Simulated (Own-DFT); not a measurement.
# Point defects and the pressure they add: zincblende GaAs

Source: density functional calculations with Own-DFT, an unreviewed in-house program that is no longer used. Nothing was measured or relaxed, and spin and spin-orbit coupling are left out.

Settings: PBE; PseudoDojo norm-conserving scalar-relativistic files; cutoff 42 hartree; 3 x 3 x 3 k mesh centred on Gamma; Fermi-Dirac smearing of 0.1 eV.

Known weak points (not all hold for every row): not probed for a lower state with spin; forces not confirmed at this smearing and k mesh; stress not checked against mesh or cutoff.

All runs share one cell, with vectors in Å (10.862, 0.000, 0.000); (0.000, 10.862, 0.000); (0.000, 0.000, 11.796) and a volume of 1391.7 Å³, strained against the parent crystal. Atoms were moved at random from their sites; u is the rms move along one axis. The defect's site can differ from row to row.

```
                             cell     formula   u (Å)  P (GPa)
                        no defect    As32Ga32  0.0297     6.63
                        no defect    As32Ga32  0.0306     6.64
                        no defect    As32Ga32  0.0515     7.11
              one Al on a Ga site  AlAs32Ga31  0.0304     6.64
              one Al on a Ga site  AlAs32Ga31  0.0314     6.67
              one Al on a Ga site  AlAs32Ga31  0.0496     6.99
one As vacancy and one Ga vacancy    As31Ga31  0.0318     6.05
one As vacancy and one Ga vacancy    As31Ga31  0.0467     6.18
one As vacancy and one Ga vacancy    As31Ga31  0.0536     6.26
              one P on an As site   As31Ga32P  0.0292     6.36
              one P on an As site   As31Ga32P  0.0304     6.41
              one P on an As site   As31Ga32P  0.0515     6.82
              one In on a Ga site  As32Ga31In  0.0295     7.38
              one In on a Ga site  As32Ga31In  0.0299     7.39
              one In on a Ga site  As32Ga31In  0.0304        ?
              one In on a Ga site  As32Ga31In  0.0314     7.47
```

## Analysis

P = P0 + c u² + a shift for each defect gives P0 = 6.47 GPa, c = 217 ± 21 GPa/Å² and a scatter of 0.06 GPa. The shifts, and each times the cell's volume:

- one In on a Ga site: 0.74 ± 0.05 GPa, 6.5 eV
- one Al on a Ga site: -0.02 ± 0.05 GPa, -0.2 eV (not resolved)
- one P on an As site: -0.26 ± 0.05 GPa, -2.3 eV
- one As vacancy and one Ga vacancy: -0.74 ± 0.05 GPa, -6.5 eV

A positive shift means that the defect pushes the cell outwards. Shift times volume (160.2 GPa Å³ is 1 eV) depends little on the cell's size, so, taken for each site, it can be compared between cells at like pressure. The atoms around the defects weren't relaxed, which would change these numbers.

## The run left out

Question: what pressure belongs in the blank (one In on a Ga site, u = 0.0304 Å)?

Estimate: 7.41 ± 0.07 GPa. Computed: 7.44 GPa.
